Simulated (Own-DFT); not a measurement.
GaP (zincblende, atoms displaced) (calculated)

Computed with Own-DFT development build. A calculation, not a measurement: plane-wave PBE density functional theory by an unreviewed code, no spin, of a simulated periodic cell, stress positive in tension, free energy of the whole cell less one offset for each atom, forces on such cells passed a denser k mesh, this cell's mesh not checked; offsets are fitted by least squares, one for each functional and potential file, so energies compare only between cells with the same atoms and settings and are not formation energies; the far tail of each file's local potential was reset to the Coulomb form; each entry is a single point on an unrelaxed cell, so the pressure reflects the starting lattice, mostly measured values (interpolated for alloys), from which strain is counted, and rises with the displacements; printed positions are rounded, which can move forces by about a meV/angstrom; the program, named Own-DFT, is a retired in-house code; no spin-orbit coupling.

Common to all runs: functional PBE; potential files PseudoDojo norm-conserving, scalar-relativistic, standard set; wave cutoff 42 hartree; occupations Fermi-Dirac; smearing width 0.1 eV; k mesh 2 x 3 x 3 centred on Gamma.

(1) 
```xyz
96
Lattice="16.3515 0.0000 0.0000 0.0000 10.9010 0.0000 0.0000 0.0000 10.9010" Properties=species:S:1:pos:R:3:force_x:R:1:force_y:R:1:force_z:R:1 formula=GaP free_energy_of_cell_above_offsets=-36.084 pressure=5.26 stress_xx=-5.19 stress_yy=-5.28 stress_zz=-5.32 stress_yz=-0.44 stress_xz=-0.85 stress_xy=-0.22
Ga     0.0840    10.7887    10.8860      -1.96      2.091      0.878
Ga     0.0095     2.8110     2.6466      0.373     -0.376      0.982
Ga     2.8893    10.7803     2.6689     -0.692       0.15     -0.455
Ga     2.7678     2.7542     0.0452     -1.845     -1.213     -1.695
P      1.3845     1.3624     1.3780      0.067     -0.455     -0.007
P      1.4450     4.1185     4.2067     -0.853      0.093      -2.09
P      4.0491     1.3522     4.0538      1.059     -0.864      0.682
P      3.9993     4.0327     1.2170      1.891      1.568      3.229
Ga     0.0581     0.0855     5.3966     -0.344     -0.317      0.196
Ga     0.0227     2.7624     8.1334      0.024      0.513      -0.23
Ga     2.7817     0.0378     8.1976     -1.495     -0.854     -1.216
Ga     2.8406     2.8313     5.3478     -0.048     -0.752      1.236
P      1.4561     1.4487     6.7568      0.083     -0.445     -0.149
P      1.3360     4.1333     9.5898      1.643     -1.278     -1.589
P      3.9137     1.3093     9.4957      3.179       1.28      1.515
P      4.0382     4.1833     6.8186      1.094      0.011      -0.07
Ga    16.3430     5.2997    10.8088     -1.469      1.093      1.179
Ga     0.0047     8.1420     2.6661     -1.032      -0.82     -0.808
Ga     2.6938     5.6242     2.8551     -0.695     -1.544     -1.904
Ga     2.7770     8.2708    10.8588     -0.037     -0.824      0.685
P      1.2562     6.7148     1.2780      1.282      1.019      0.559
P      1.2680     9.5233     3.9111      1.395      0.628      1.201
P      4.0655     6.7744     4.1451      1.114      1.617      0.439
P      4.4828     9.4492     1.3855     -4.102      2.093     -2.424
Ga     0.0615     5.4670     5.3706      -0.72      0.294      0.815
Ga     0.0020     8.1501     8.1218     -0.574      0.491      0.839
Ga     2.9106     5.6782     8.2411     -2.282     -2.942     -1.389
Ga     2.7220     8.2616     5.4243     -0.611     -0.537      0.581
P      1.3155     6.6481     7.0000      0.383      1.629     -1.779
P      1.3738     9.6505     9.6148      1.234     -1.878       -2.3
P      4.0677     6.6448     9.6608      2.538      3.219      1.491
P      4.1941     9.5460     6.9185     -1.023      0.827     -1.539
Ga     5.7387    10.8329     0.1398     -2.515      1.401     -0.806
Ga     5.4981     2.6072     2.7899     -0.405      0.947     -1.616
Ga     8.0004    10.8498     2.6987      1.629      0.516     -0.772
Ga     8.1566     2.7954     0.0285      2.867      2.605     -1.957
P      6.9222     1.5144     1.0758     -1.981     -1.808      4.674
P      6.7133     4.1720     4.0466      0.903     -2.062        0.5
P      9.4586     1.2992     4.2253     -0.179     -0.453     -2.105
P      9.3575     4.2398     1.5453      1.276     -1.847      -0.98
Ga     5.6197     0.0261     5.5297     -0.984      -0.87     -1.348
Ga     5.4664     2.7383     8.0729      -0.88      0.416        1.3
Ga     8.1248     0.0242     8.2232      1.228      0.042     -1.339
Ga     8.2252     2.6244     5.5161       0.47      2.757     -1.111
P      6.8627     1.4877     6.7189     -0.691     -1.551      2.127
P      6.8403     4.1570     9.5653     -0.492     -0.186     -0.833
P      9.5401     1.3747     9.5287     -2.562      2.996     -2.296
P      9.4811     4.1485     6.7808      0.699     -1.492      0.676
Ga     5.5420     5.4633     0.1789     -0.056     -0.495     -0.268
Ga     5.4126     8.3020     2.7969      0.293     -4.467      1.531
Ga     8.0826     5.5314     2.8868      0.443     -0.409      0.038
Ga     8.1504     8.3587    10.8566      1.381     -3.017      1.125
P      6.8655     6.8084     1.5557     -0.835      1.638     -1.681
P      6.8971     9.2872     3.9620      0.172      2.523      2.152
P      9.5418     6.6711     4.1216      0.326      2.025      0.775
P      9.5874     9.5398     1.2555     -0.166       0.74      1.236
Ga     5.5653     5.4684     5.4376     -1.215      0.315      1.053
Ga     5.4219     8.1459     8.0945      0.632     -0.823      2.247
Ga     8.1718     5.4758     8.0769      0.666     -0.646      1.924
Ga     7.8846     8.1749     5.6635      4.502      2.513     -3.144
P      6.9361     6.8563     6.8554     -3.671     -2.496      1.788
P      6.9378     9.6766     9.6894     -1.457      -1.21     -3.407
P      9.5770     6.7605     9.5327     -1.204      0.543      0.101
P      9.6237     9.4797     6.6631      -1.92      1.579     -0.446
Ga    10.6494     0.1852    10.7562      4.277     -3.214      2.471
Ga    10.8472     2.5712     2.7846     -1.067        1.1     -0.284
Ga    13.7044     0.0470     2.8404     -0.339     -1.241     -1.981
Ga    13.4663     2.8771     0.1678       1.15     -0.325     -0.903
P     12.3112     1.4378     1.4830     -0.973     -1.654     -0.878
P     12.1462     3.9997     4.0139      0.334      0.874      1.068
P     14.9064     1.4332     4.0707      3.752     -1.488     -1.243
P     14.9057     4.2119     1.5556      1.696     -1.512     -2.992
Ga    11.0775     0.1247     5.2448     -1.366     -2.315     -0.178
Ga    11.0477     2.6838     8.2640     -2.788     -1.827     -2.907
Ga    13.5320     0.3089     8.0334      2.817     -3.303       2.26
Ga    13.6329     2.6038     5.2132     -2.476      2.479      2.868
P     12.1154     1.1619     6.8039     -0.459      4.025     -1.273
P     11.9968     3.9576     9.5762      3.054      3.197      2.102
P     14.9801     1.4412     9.4277     -0.101       0.07      1.504
P     14.9720     4.1159     6.6654      0.096     -1.289     -0.028
Ga    10.8115     5.4736     0.1346     -0.194     -0.286     -0.238
Ga    10.9104     8.1501     2.6638     -0.678      0.005      0.598
Ga    13.6294     5.4039     2.7546     -2.442      1.165      1.035
Ga    13.5517     8.1495     0.1267     -0.001      0.624      -3.56
P     12.2811     6.8752     1.3069     -0.784     -1.963      1.485
P     12.3266     9.5146     4.0315     -0.214     -0.302     -0.215
P     14.9208     6.7519     4.0455      1.407      0.453      -0.07
P     14.9664     9.4115     1.1906      0.922      1.965      2.236
Ga    10.8971     5.4792     5.6070      0.231     -0.809     -1.779
Ga    10.6562     8.0409     7.9585      2.369      0.055      1.281
Ga    13.6718     5.2798     8.1538     -0.738       0.82       0.59
Ga    13.6451     8.0749     5.3595      0.002      0.942      0.768
P     12.3182     6.7676     6.7363      0.098      0.181      1.336
P     12.3073     9.5781     9.3084     -0.972     -0.259      1.094
P     14.9777     6.7566     9.5809     -0.536      0.151     -0.294
P     14.9859     9.5418     6.7294       0.07      0.442      0.124
```

Units: free_energy_of_cell_above_offsets in eV; pressure, stress_xx, stress_yy, stress_zz, stress_yz, stress_xz, stress_xy in GPa; force_x, force_y, force_z in eV/Å.

(2) 
```xyz
96
Lattice="16.3515 0.0000 0.0000 0.0000 10.9010 0.0000 0.0000 0.0000 10.9010" Properties=species:S:1:pos:R:3:force_x:R:1:force_y:R:1:force_z:R:1 formula=GaP free_energy_of_cell_above_offsets=-35.189 pressure=5.56 stress_xx=-5.43 stress_yy=-5.56 stress_zz=-5.7 stress_yz=-0.8 stress_xz=1.22 stress_xy=-0.55
Ga     0.0605    10.7269    10.8902      -0.41       3.65      0.502
Ga    16.3022     2.6136     2.8396      0.696      1.055     -2.271
Ga     2.7774    10.7766     2.8183      0.705      2.571     -1.788
Ga     2.6481     2.5882     0.0093      0.051      2.922      0.625
P      1.3922     1.4460     1.3520     -1.354     -2.282      1.372
P      1.1590     4.1433     3.9583       1.11      0.063      1.959
P      3.9025     1.3737     4.2409      4.839     -3.586     -4.163
P      4.1141     4.1415     1.3722     -0.641     -1.221      0.109
Ga    16.3167    10.7838     5.4279     -0.785      0.292      -0.52
Ga    16.3187     2.8604     8.2647     -0.739     -1.349     -1.319
Ga     2.6148     0.0056     8.1945      0.978      -0.02     -0.421
Ga     2.8562     2.6214     5.3782     -4.018      4.201      3.123
P      1.2881     1.2694     6.6668      0.594      1.561      1.528
P      1.2584     4.1142     9.6610      0.866     -0.366     -0.049
P      4.0557     1.4367     9.7693      0.939     -0.565     -3.774
P      4.1572     4.2284     6.7522     -2.648     -3.652      2.944
Ga    16.2253     5.3653     0.1404      0.475      1.364      0.165
Ga    16.2882     8.2044     2.7593       0.75     -0.419      0.068
Ga     2.7527     5.3677     2.8536      -0.02      0.879     -0.373
Ga     2.9210     8.0736    10.7908     -2.037      1.074      1.264
P      1.4214     6.8359     1.4700     -0.208     -0.533      -0.83
P      1.4552     9.6047     3.9771      -2.47     -1.909      1.913
P      3.9795     6.9236     4.2478      6.226     -6.186     -5.532
P      4.0958     9.5195     1.4306      0.611      0.216     -1.311
Ga    16.2892     5.6166     5.5360      0.998     -1.102     -0.102
Ga    16.3042     8.2782     8.1720     -0.551     -0.849     -0.595
Ga     2.6850     5.3439     8.2930      0.236      1.168     -0.806
Ga     2.8196     8.0786     5.1968     -5.241      5.591      5.008
P      1.4189     6.9752     6.7384     -0.212     -0.629      1.219
P      1.2195     9.5975     9.5338          3      -1.85     -1.146
P      4.2939     6.7244     9.6563     -2.814      1.792     -4.008
P      4.1885     9.3496     6.7928     -1.727       2.14     -0.213
Ga     5.4435     0.0808    10.8356       0.07     -0.524      1.774
Ga     5.5573     2.6440     2.6180     -3.012      1.526       1.95
Ga     8.1157     0.1258     2.6213      0.519     -1.018      1.866
Ga     8.0475     2.6660    10.8903      2.021      1.519     -1.141
P      6.8441     1.5173     1.3809     -0.216     -2.747     -1.164
P      6.7116     4.1050     3.9674       0.71      0.019      1.584
P      9.6302     1.2926     4.1317      -1.35      1.421     -1.248
P      9.6390     4.0422     1.2992     -1.314      0.248      0.043
Ga     5.5634    10.8779     5.4802     -2.215     -1.587     -1.326
Ga     5.7213     2.7224     8.0942     -2.059      0.918      0.992
Ga     8.0968    10.7775     8.1746      0.932      1.457     -1.586
Ga     8.1941     2.7840     5.4797      0.356      0.072     -0.772
P      6.7093     1.3619     6.6443      2.549      0.239      1.591
P      6.9114     4.1729     9.5033     -0.959     -0.173      0.636
P      9.4437     1.3028     9.5227      0.634      0.051          0
P      9.6526     4.1408     6.8087     -0.708     -0.087      0.274
Ga     5.3356     5.5438     0.0401      2.373     -3.441       1.63
Ga     5.5451     8.2248     2.6738     -1.252     -1.031      0.376
Ga     8.1809     5.4388     2.7367     -0.303     -1.024     -1.144
Ga     8.1114     8.3714     0.0672      1.036      -2.09      0.772
P      6.6835     6.6675     1.3979      1.814      1.676     -0.083
P      6.7618     9.3852     4.1256      1.727      1.633       0.02
P      9.3561     6.9004     3.9237      2.441     -0.315      0.634
P      9.5944     9.6494     1.4215     -1.623     -1.248      0.643
Ga     5.3748     5.3745     5.5700      2.239      2.786     -3.091
Ga     5.4093     8.1194     8.1576      0.913      0.361      1.272
Ga     8.2017     5.5203     8.1714       0.45      0.518      -0.81
Ga     8.3463     7.9966     5.5684     -1.549      0.375      -1.51
P      6.7146     6.9825     6.6904      0.784     -2.194      1.219
P      6.8833     9.6676     9.6276     -1.934     -1.278     -0.674
P      9.7231     6.7149     9.5941     -2.621      2.122     -1.124
P      9.4573     9.4668     6.6882      1.399      0.706      2.517
Ga    10.8529    10.8035     0.0954      -0.11      1.301     -2.076
Ga    10.9873     2.7536     2.6375     -0.638     -0.777      0.785
Ga    13.4708    10.8384     2.6048      2.258      1.056     -0.132
Ga    13.6320     2.8052     0.0460     -2.385     -3.695     -2.838
P     12.1740     1.2732     1.2887      0.825      1.376     -0.052
P     12.1524     4.1219     4.0648       2.69     -0.653     -1.069
P     14.9326     1.5575     4.1041     -0.828     -3.448      0.197
P     14.7865     3.9376     1.2627      3.685      2.183      3.702
Ga    10.8097    10.8510     5.4598       1.34     -0.597     -0.469
Ga    10.9754     2.7162     8.2498      0.278     -0.162     -0.466
Ga    13.6887     0.0697     8.2181     -2.571     -1.239     -2.435
Ga    13.7133     2.7477     5.5417     -1.207      0.854     -1.009
P     12.3491     1.2941     6.5920     -0.956     -0.058      2.163
P     12.4378     4.1802     9.5760     -2.074     -0.927     -0.274
P     14.8444     1.2507     9.4664      3.019       2.73      2.771
P     14.8754     4.2045     6.7719      1.283      0.036      1.119
Ga    10.9217     5.4866    10.8950        0.3     -2.315      0.011
Ga    10.9372     8.3103     2.7616     -0.993     -2.088      -1.42
Ga    13.6680     5.5243     2.5526     -0.831     -0.134      1.004
Ga    13.4626     8.3969    10.8769      1.525     -0.941     -0.088
P     12.2421     6.7905     1.1203      0.686       1.83      2.628
P     12.3862     9.4257     3.9145     -0.504      0.845      2.433
P     14.9651     6.8279     4.1873     -0.388      0.339     -1.742
P     15.1422     9.5614     1.2798     -2.808     -0.693      1.635
Ga    10.9327     5.4177     5.2979     -1.181      1.944      1.117
Ga    11.0173     8.1358     8.2825      -0.94      0.192     -0.952
Ga    13.5738     5.5013     8.1752      1.009      1.297     -0.105
Ga    13.5771     8.1560     5.4557      0.708      0.706     -1.569
P     12.3498     6.9916     6.7683     -2.074     -2.486      0.853
P     12.1909     9.6693     9.4877      0.178      0.348     -0.039
P     15.0077     6.8868     9.6482     -0.561     -0.041       -0.7
P     14.7431     9.5326     6.7779      2.214      0.306       0.32
```

Units: free_energy_of_cell_above_offsets in eV; pressure, stress_xx, stress_yy, stress_zz, stress_yz, stress_xz, stress_xy in GPa; force_x, force_y, force_z in eV/Å.

(3) 
```xyz
96
Lattice="16.3515 0.0000 0.0000 0.0000 10.9010 0.0000 0.0000 0.0000 10.9010" Properties=species:S:1:pos:R:3:force_x:R:1:force_y:R:1:force_z:R:1 formula=GaP free_energy_of_cell_above_offsets=-36.165 pressure=5.4 stress_xx=-5.49 stress_yy=-5.12 stress_zz=-5.59 stress_yz=0.78 stress_xz=0.08 stress_xy=0.02
Ga     0.0014     0.0329    10.8694     -0.026      0.768      0.056
Ga    16.1861     2.5073     2.7291      2.331      1.005      0.274
Ga     2.6822    10.8458     2.6345       0.82      1.189      1.525
Ga     2.8288     2.5881     0.0969     -0.959      1.894      0.683
P      1.4582     1.3611     1.4899     -1.705      0.396     -1.443
P      1.4467     3.8798     4.1387      -2.58      2.568     -1.826
P      4.0974     1.4063     4.1627     -0.543      -1.32     -1.243
P      4.1913     4.1750     1.3699     -1.297     -1.709      0.562
Ga     0.0250     0.1068     5.3373      1.682     -2.376      2.531
Ga     0.0722     2.7391     8.1751     -1.094     -0.135     -0.762
Ga     2.6123    10.8249     8.1884      1.994      0.436      0.214
Ga     2.5596     2.5088     5.3283      1.317      0.322       1.92
P      1.3712     1.3431     6.9096     -0.498     -0.573     -0.752
P      1.3348     3.9569     9.4993      2.004      1.492      1.075
P      4.0843     1.5237     9.5908      0.542     -1.413     -2.207
P      4.0896     4.0973     6.7386     -1.838     -0.538     -0.164
Ga     0.0738     5.4518    10.7855     -0.289     -0.215      1.088
Ga     0.0038     8.2438     2.7235     -0.951      0.095      0.725
Ga     2.6175     5.3677     2.5556      0.795      -0.29      1.997
Ga     2.6532     7.9955    10.8291      0.511      2.045      0.274
P      1.3862     6.9150     1.4592     -0.992     -1.138     -1.208
P      1.4342     9.6406     4.0017     -1.149     -1.249      1.561
P      4.0308     6.8595     4.0572     -0.003     -1.195      0.389
P      3.9476     9.7363     1.3054      1.862     -2.651     -0.953
Ga    16.0944     5.5386     5.5706      2.708     -0.754     -0.681
Ga    16.3244     8.0646     8.1797        1.9      2.426     -2.449
Ga     2.8896     5.4465     8.2344     -0.832     -0.089     -0.211
Ga     2.5375     8.0451     5.4269       2.28      2.111     -0.972
P      1.3416     6.8055     6.7096     -0.896      -1.36      2.233
P      1.3295     9.5416     9.5051      -0.59     -1.014      0.481
P      4.2484     6.8774     9.6167     -2.768     -2.504      1.359
P      4.2223     9.5419     6.9962     -1.162     -0.424      -1.08
Ga     5.3806     0.1894     0.0461      0.486     -1.334     -0.643
Ga     5.4173     2.7019     2.8471      0.474     -0.184      -1.43
Ga     8.2218     0.0394     2.7415      -0.98     -0.701      -0.18
Ga     8.0321     2.8864     0.0473      1.232     -1.153     -0.102
P      6.9307     1.2427     1.3569     -1.071      1.777      0.258
P      6.7778     4.0308     4.0393      1.349      0.251      1.149
P      9.4675     1.2015     4.0764      1.432      3.041     -0.065
P      9.5240     4.2196     1.4162      1.072     -1.968     -1.586
Ga     5.3875     0.0782     5.4361      1.304     -1.318      0.701
Ga     5.4036     2.8644     8.0211      0.608       -1.4      1.164
Ga     8.1681    10.8492     8.2324      -0.37     -1.512     -0.834
Ga     8.3409     2.6914     5.4978     -2.571     -1.432     -1.423
P      6.8024     1.3010     6.8872      0.172      0.641     -0.647
P      6.6935     4.0512     9.5524      0.362      1.354     -0.749
P      9.4869     1.3693     9.3313      0.492      0.281      3.051
P      9.4632     3.9909     6.7763      2.024      2.282      1.402
Ga     5.4495     5.4508     0.0961      0.994      0.167     -1.023
Ga     5.4194     8.2397     2.8187      0.165      0.426     -0.839
Ga     8.3190     5.3691     2.8030     -2.162      1.213      0.679
Ga     8.2248     8.0336     0.1284     -0.325      1.324      0.194
P      6.7954     6.7910     1.3586      0.214     -0.098      1.821
P      7.0498     9.5049     4.0607     -2.398      0.407      0.224
P      9.6029     6.6941     4.1386      0.064      1.422     -0.283
P      9.5126     9.6497     1.4385     -0.229     -0.319     -2.367
Ga     5.4940     5.3279     5.5680     -0.458      0.527     -2.447
Ga     5.4534     8.0319     8.3739      2.401      2.236     -2.843
Ga     8.1516     5.5608     8.0899     -0.327     -1.508      0.528
Ga     8.1823     8.1771     5.5021      0.005     -1.553     -0.883
P      6.7847     6.7148     6.6910      0.045      1.703       1.32
P      6.8877     9.3653     9.6580     -0.448      1.424     -0.094
P      9.3803     6.8143     9.5564      2.872      -0.11     -0.687
P      9.6117     9.3794     6.6555      0.818      1.503          2
Ga    11.0053    10.8455     0.0609     -1.288      1.324     -0.601
Ga    10.9837     2.7994     2.6631      -1.96     -0.846      0.057
Ga    13.4830    10.8216     2.5527      0.741      0.866      1.105
Ga    13.6614     2.6053    10.7713     -1.218      3.301      2.499
P     12.3022     1.5345     1.2922     -0.508     -1.647      0.136
P     12.2892     4.0192     3.9608      0.305      1.467      1.524
P     15.1187     1.2460     4.1470     -4.457      1.212     -1.366
P     15.1118     3.8992     1.3894     -1.579      2.205     -1.253
Ga    10.8527     0.0215     5.3309      1.097     -1.087      0.923
Ga    10.8766     2.7333     8.1910        0.8      0.034     -0.663
Ga    13.6744    10.8612     8.1365      0.094      1.908      0.932
Ga    13.6075     2.8174     5.4235       0.42     -1.425      0.388
P     12.2889     1.2095     6.8811     -0.873       1.87     -1.472
P     12.3163     4.1989     9.5549     -0.213     -2.126     -0.232
P     14.8355     1.5885     9.4352      3.134     -3.534     -2.054
P     15.0627     4.0875     6.8069     -1.687     -0.651      1.476
Ga    10.9067     5.3456    10.7827     -0.924      1.837      1.326
Ga    10.8035     8.2879     2.4972      1.336     -2.092      2.402
Ga    13.5336     5.6137     2.7130      3.548     -4.451       2.65
Ga    13.6657     8.2537    10.8607     -0.669     -0.564      0.169
P     12.4328     6.8003     1.5565     -3.963      3.466     -5.282
P     12.2405     9.4964     3.9772     -0.423       0.15       0.49
P     14.9117     6.7190     4.1876     -0.256      2.482     -1.153
P     14.9271     9.5789     1.2851      1.143      0.116      0.434
Ga    11.0007     5.4879     5.5711     -4.556     -4.783     -4.162
Ga    11.2144     8.1804     8.0640     -2.053     -0.029      0.388
Ga    13.5772     5.5219     8.3005      1.523      0.551     -1.445
Ga    13.4919     8.2678     5.6051      0.264     -0.559     -1.766
P     12.2101     6.6227     6.6049      4.591      3.887      4.899
P     12.3557     9.7116     9.4981     -0.576     -2.061      0.759
P     15.1126     7.0235     9.5165     -2.511     -3.122      1.881
P     14.8245     9.5390     6.9025      2.895      -0.89      -1.35
```

Units: free_energy_of_cell_above_offsets in eV; pressure, stress_xx, stress_yy, stress_zz, stress_yz, stress_xz, stress_xy in GPa; force_x, force_y, force_z in eV/Å.
